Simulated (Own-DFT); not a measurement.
# Which defects push the lattice out? zincblende GaAs

Everything here is calculated. The program is Own-DFT (plane waves, in-house, since retired, never reviewed by a person); positions were held fixed, and spin and spin-orbit coupling were off.

All runs used: PBE; PseudoDojo norm-conserving scalar-relativistic files; cutoff 42 hartree; 3 x 3 x 3 k mesh centred on Gamma; Fermi-Dirac smearing of 0.1 eV.

Limits (not all hold for every row): not probed for a lower state with spin; forces not confirmed at this smearing and k mesh; stress not checked against mesh or cutoff.

All runs share one cell, with vectors in Å (10.862, 0.000, 0.000); (0.000, 10.862, 0.000); (0.000, 0.000, 11.796) and a volume of 1391.7 Å³, strained against the parent crystal. Atoms were moved at random from their sites; u is the rms move along one axis. The defect's site can differ from row to row.

```
cell,formula,u (Å),P (GPa)
no defect,As32Ga32,0.0271,6.63
no defect,As32Ga32,0.0309,6.69
no defect,As32Ga32,0.0479,7.00
one In on a Ga site,As32Ga31In,0.0301,7.44
one In on a Ga site,As32Ga31In,0.0308,7.37
one In on a Ga site,As32Ga31In,0.0319,7.43
one P on an As site,As31Ga32P,0.0273,?
one P on an As site,As31Ga32P,0.0296,6.38
one P on an As site,As31Ga32P,0.0493,6.81
one P on an As site,As31Ga32P,0.0550,6.89
one Al on a Ga site,AlAs32Ga31,0.0301,6.64
one Al on a Ga site,AlAs32Ga31,0.0466,6.94
one Al on a Ga site,AlAs32Ga31,0.0528,7.11
one As vacancy and one Ga vacancy,As31Ga31,0.0290,5.89
one As vacancy and one Ga vacancy,As31Ga31,0.0496,6.05
one As vacancy and one Ga vacancy,As31Ga31,0.0515,6.23
```

## Working it out

P = P0 + c u² + a shift for each defect gives P0 = 6.49 GPa, c = 220 ± 21 GPa/Å² and a scatter of 0.06 GPa. The shifts, and each times the cell's volume:

- one In on a Ga site: 0.72 ± 0.05 GPa, 6.3 eV
- one Al on a Ga site: -0.02 ± 0.05 GPa, -0.1 eV (not resolved)
- one P on an As site: -0.26 ± 0.05 GPa, -2.2 eV
- one As vacancy and one Ga vacancy: -0.86 ± 0.05 GPa, -7.5 eV

Positive is outwards. The product with the volume (160.2 GPa Å³ to the eV) is nearly free of the cell's size; divided by the bulk modulus at the cell's pressure it gives the volume that the defect adds. The atoms around the defects weren't relaxed, which would change these numbers.

## Test on the hidden row

Q: what pressure belongs in the blank (one P on an As site, u = 0.0273 Å)?

The fit gives 6.39 ± 0.07 GPa. DFT gave 6.36 GPa.
